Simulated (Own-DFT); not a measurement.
# Which way do the neighbours of a vacancy move? 2H SiC, 71 atoms (C36Si35), with one Si vacancy

These are calculations, not measurements. The program, named Own-DFT, is a retired in-house plane-wave density functional code that no person has reviewed. Each row is one single-point run on a periodic cell that was not relaxed, without spin or spin-orbit coupling.

Settings of every run: PBE; PseudoDojo norm-conserving scalar-relativistic files; cutoff 42 hartree; 4 x 4 x 3 k mesh centred on Gamma; Fermi-Dirac smearing of 0.1 eV.

Known limits: a neutral cation vacancy leaves holes that likely carry spin, which these runs leave out; not probed for a lower state with spin; forces on such cells moved up to 12 meV/angstrom on a denser k mesh; stress not checked against mesh or cutoff.

Cell vectors in Å: (9.248, 0.000, 0.000); (-4.624, 8.009, 0.000); (0.000, 0.000, 10.068). Every atom was also moved at random, by a Gaussian of width 0.05 Å on each axis. The defect's site can differ from row to row. The empty site has 4 nearest neighbours, all C. For each, d is its distance from the empty site and R the part of its force along the line away from it, positive outwards. The last column is the rms force component on atoms over 4.5 Å away.

| run | d1 (Å) | d2 (Å) | d3 (Å) | d4 (Å) | R1 (eV/Å) | R2 (eV/Å) | R3 (eV/Å) | R4 (eV/Å) | far F (eV/Å) |
|---|---|---|---|---|---|---|---|---|---|
| 1 | 1.863 | 1.915 | 1.931 | 2.010 | 1.78 | 1.50 | 1.12 | -0.08 | 1.45 |
| 2 | 1.908 | 1.908 | 1.934 | 1.969 | 1.47 | 1.69 | 0.26 | 0.62 | 1.48 |
| 3 | 1.856 | 1.900 | 1.922 | 1.947 | 0.41 | 1.27 | 1.01 | 0.18 | 1.35 |
| 4 | 1.870 | 1.900 | 1.909 | 1.945 | 1.56 | 1.39 | 0.70 | 1.03 | 1.55 |
| 5 | 1.854 | 1.908 | 1.913 | 1.981 | 1.32 | 0.89 | 1.50 | 0.82 | 1.31 |
| 6 | 1.865 | 1.875 | 1.887 | 1.921 | 1.14 | 1.26 | 1.40 | 1.14 | 1.75 |
| 7 | 1.767 | 1.831 | 1.845 | 1.995 | 2.14 | 1.96 | 2.02 | 0.25 | 1.63 |
| 8 | 1.829 | 1.856 | 1.884 | 1.999 | 1.83 | 1.15 | 1.50 | 0.52 | 1.45 |
| 9 | 1.926 | 1.931 | 1.952 | 2.014 | ? | ? | ? | ? | ? |

## Worked fit

A straight line through the 32 neighbours shown gives R = 1.15 - 8.0 (d - 1.903) eV/Å, with a scatter of 0.37 left by the moves of the other atoms. The slope, with an error of 1.2, is the pull back towards the neighbour's own site. The constant, 1.15 ± 0.07 eV/Å, is the force at the mean distance: with one bond gone, the neighbours are pushed outwards, away from the empty site. It shows how a relaxation would start, not where it would end, and it depends somewhat on the width of the random moves.

## Withheld run

Question: what mean R should the neighbours of run 9 feel? Their mean d is 1.956 Å.

The line gives 0.73 ± 0.17 eV/Å, by the scatter of the means of the runs shown. The calculation gave R = 0.33, 1.23, 0.49, 0.93, a mean of 0.75 eV/Å.
